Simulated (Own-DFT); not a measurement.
Si2SnGe13 (diamond-structure random alloy, atoms displaced) (calculated)

A calculation, not a measurement: plane-wave density functional theory by an unreviewed code, no spin, of a simulated periodic cell, stress positive in tension, run twice, with PBE and with PBEsol, both on files made for PBE, so the change isn't that of files made for PBEsol, forces on such cells moved up to 12 meV/angstrom on a denser k mesh; the far tail of each file's local potential was reset to the Coulomb form; each entry is a single point on an unrelaxed cell, so the pressure reflects the starting lattice, mostly measured values (interpolated for alloys), from which strain is counted, and rises with the displacements; printed positions are rounded, which can move forces by about a meV/angstrom; the program, named Own-DFT, is a retired in-house code; no spin-orbit coupling; stress was not checked against mesh or cutoff. Program: Own-DFT development build.

```xyz
64
Lattice="11.3631 0.0000 0.0000 0.0000 11.3631 0.0000 0.0000 0.0000 11.3631" Properties=species:S:1:pos:R:3:PBE_force_x:R:1:PBE_force_y:R:1:PBE_force_z:R:1:PBEsol_force_x:R:1:PBEsol_force_y:R:1:PBEsol_force_z:R:1 formula=Si2SnGe13 functional=PBE,then_PBEsol potential_files=PseudoDojo_norm-conserving,scalar-relativistic,standard_set wave_cutoff=49 occupations=Fermi-Dirac smearing_width=0.1 k_mesh=3_x_3_x_3_centred_on_Gamma PBE_pressure=5.45 PBE_stress_xx=-5.36 PBE_stress_yy=-5.56 PBE_stress_zz=-5.43 PBE_stress_yz=-1.76 PBE_stress_xz=0.73 PBE_stress_xy=-0.2 PBEsol_pressure=2.6 PBEsol_stress_xx=-2.51 PBEsol_stress_yy=-2.7 PBEsol_stress_zz=-2.58 PBEsol_stress_yz=-1.67 PBEsol_stress_xz=0.69 PBEsol_stress_xy=-0.2 rms_change_of_force_components_from_PBE_to_PBEsol=0.054
Ge     0.0439    11.1978    11.2800      0.154      1.451      0.421      0.079      1.413      0.429
Sn    11.2755     2.9015     2.8998      0.872     -2.474     -1.741      0.803     -2.365     -1.657
Ge     2.9025     0.0102     2.9423     -0.713      0.131     -1.711     -0.683      0.126     -1.587
Ge     2.9839     2.8583     0.0548     -1.573     -1.288     -1.783     -1.476     -1.219     -1.731
Si     1.4386     1.3906     1.3756      0.433     -0.428      -0.07      0.423      -0.42     -0.067
Sn     1.3662     4.3424     4.3275      4.532     -3.723     -1.788      4.385     -3.584     -1.789
Ge     4.3143     1.3370     4.2798      0.535      1.404      0.354      0.526      1.305      0.317
Ge     4.2729     4.1889     1.4377      0.443      1.968      0.295      0.437      1.885       0.28
Ge     0.0805    11.3273     5.5395     -0.532      0.318      2.278     -0.512      0.319      2.183
Ge    11.3138     2.9356     8.3967     -0.016     -1.671      1.189     -0.008     -1.606      1.154
Ge     2.9899    11.2940     8.4757     -2.022      1.602      2.112     -1.918       1.57      1.994
Si     2.8705     2.8277     5.6705      0.706     -0.862       0.47      0.692     -0.849      0.471
Ge     1.4736     1.4659     7.1641       0.12     -0.522     -0.887      0.091     -0.517     -0.848
Ge     1.3085     4.2301     9.8449      1.144      0.306      1.329      1.096      0.313      1.264
Ge     4.4912     1.4527     9.8311     -1.976     -1.735      2.443     -1.899     -1.666      2.354
Ge     4.2951     4.2285     7.0323      0.005     -0.156      0.379      0.027      -0.11      0.385
Ge    11.3598     5.6851     0.0406     -0.039      0.295     -0.877     -0.049       0.22     -0.851
Ge     0.0034     8.5643     2.9805      0.118     -0.472     -1.996      0.087     -0.439     -1.912
Ge     2.7835     5.6457     2.8802      1.149      1.552     -2.064      1.133      1.488     -1.958
Ge     2.8065     8.5445     0.0975      0.532      -0.11     -0.765      0.515     -0.106      -0.75
Si     1.3581     7.1264     1.3773      0.278     -0.059      1.137      0.268     -0.057      1.114
Ge     1.4541     9.9438     4.2303      0.403     -0.095      0.023      0.382     -0.087      0.038
Ge     4.1003     7.1487     4.3062      1.314     -0.554     -0.701      1.274     -0.542     -0.675
Si     4.2333    10.0321     1.4336      0.328     -1.202      0.622      0.317     -1.174      0.613
Sn     0.1344     5.7085     5.7062     -5.437      3.368      3.322     -5.283      3.279      3.239
Ge    11.3047     8.5244     8.5426      0.696      0.346      0.156      0.684      0.341      0.089
Ge     2.7900     5.6570     8.4793      0.934     -0.066      0.589      0.864     -0.084      0.536
Ge     2.8562     8.6392     5.6638     -0.806     -0.574       0.68     -0.776     -0.554      0.648
Ge     1.4403     7.1435     7.1623      0.884      1.784      0.508      0.848      1.712      0.487
Si     1.4358     9.8550     9.9462       0.57      0.122     -0.685      0.552      0.109     -0.666
Si     4.2370     7.1251     9.9007     -0.907     -1.075      1.511      -0.89     -1.048      1.478
Ge     4.1707    10.0315     7.0636      2.373     -1.881      -0.51      2.279     -1.804     -0.507
Ge     5.7627    11.3166     0.1499     -0.592      0.154     -1.512     -0.507      0.206     -1.502
Ge     5.7689     2.8070     2.6478      -0.51      0.048      2.129     -0.485      0.041      2.046
Ge     8.6725    11.3292     2.7239     -1.355      1.008      1.989     -1.315      0.983      1.917
Ge     8.6367     2.8977     0.0534     -1.476     -0.029     -0.235      -1.42     -0.039     -0.231
Ge     7.1287     1.3606     1.4461      1.515      0.351     -0.552      1.452      0.343     -0.534
Ge     7.1648     4.2544     4.1900     -2.182      0.604     -0.388       -2.1      0.605     -0.381
Ge     9.9843     1.4247     4.3392     -1.115     -1.705     -0.174     -1.065     -1.655     -0.181
Ge     9.9642     4.3067     1.4829     -1.522       1.72     -1.094      -1.48       1.66     -1.064
Ge     5.7668    11.2680     5.6681     -1.716      1.923      1.741     -1.672      1.865      1.672
Ge     5.7716     2.7661     8.5628     -0.236       2.55     -0.772     -0.221      2.442     -0.743
Ge     8.5361    11.3479     8.3859     -0.043      1.969       0.93     -0.055       1.89      0.918
Sn     8.4705     2.9000     5.7625     -1.028     -2.171     -1.869     -0.988     -2.107     -1.812
Ge     7.0237     1.4680     7.1620      0.095     -1.979     -0.595      0.098     -1.914     -0.565
Ge     7.1060     4.2954     9.8954       0.63       0.23       0.69      0.612      0.217       0.66
Ge     9.9189     1.4556    10.0107      0.904     -0.664     -1.143      0.864     -0.635     -1.102
Ge     9.8391     4.1674     7.1018       1.97      3.152      1.526      1.915      3.056      1.496
Ge     5.7591     5.7682     0.0757     -2.287     -1.741     -2.072     -2.172     -1.702     -1.976
Ge     5.7360     8.3979     2.8150     -1.313      1.758      0.678     -1.256      1.678      0.666
Ge     8.4637     5.7229     2.9136     -0.556     -0.488     -2.312     -0.516     -0.481     -2.237
Ge     8.5967     8.3911     0.0014       0.13      1.044     -0.795      0.098      1.043     -0.729
Ge     7.0417     7.0991     1.3314      1.921      0.581      1.426      1.853      0.555      1.389
Ge     7.0596    10.0519     4.3407      2.314     -2.266     -2.495       2.21     -2.169      -2.42
Ge     9.8729     7.0696     4.0704      0.822      1.142      2.081      0.816       1.09      1.981
Ge     9.9588     9.9351     1.4263      0.876     -1.457     -0.686      0.841     -1.399     -0.657
Ge     5.6833     5.7426     5.6627      0.027     -0.142     -0.228      0.019     -0.139     -0.205
Ge     5.6405     8.4303     8.6835      0.795      2.131     -0.988      0.826      2.086     -1.013
Ge     8.4689     5.7196     8.3659      0.708      0.054        1.4      0.654      0.017       1.33
Si     8.6117     8.5626     5.5353     -1.084     -0.246      0.738     -1.062     -0.237      0.721
Ge     7.0841     7.2061     7.1139      0.114      0.457     -1.201      0.085      0.394      -1.13
Ge     7.2704    10.1496     9.9366     -1.176     -2.298      1.015     -1.143     -2.219      0.982
Si    10.0185     7.0915     9.8756     -0.869     -0.938      0.483     -0.851     -0.916      0.472
Ge     9.8092     9.8830     7.1609      1.739     -0.451     -1.955      1.698     -0.409     -1.847
```

Units: wave_cutoff in hartree; smearing_width in eV; PBE_pressure, PBE_stress_xx, PBE_stress_yy, PBE_stress_zz, PBE_stress_yz, PBE_stress_xz, PBE_stress_xy, PBEsol_pressure, PBEsol_stress_xx, PBEsol_stress_yy, PBEsol_stress_zz, PBEsol_stress_yz, PBEsol_stress_xz, PBEsol_stress_xy in GPa; rms_change_of_force_components_from_PBE_to_PBEsol, PBE_force_x, PBE_force_y, PBE_force_z, PBEsol_force_x, PBEsol_force_y, PBEsol_force_z in eV/Å.
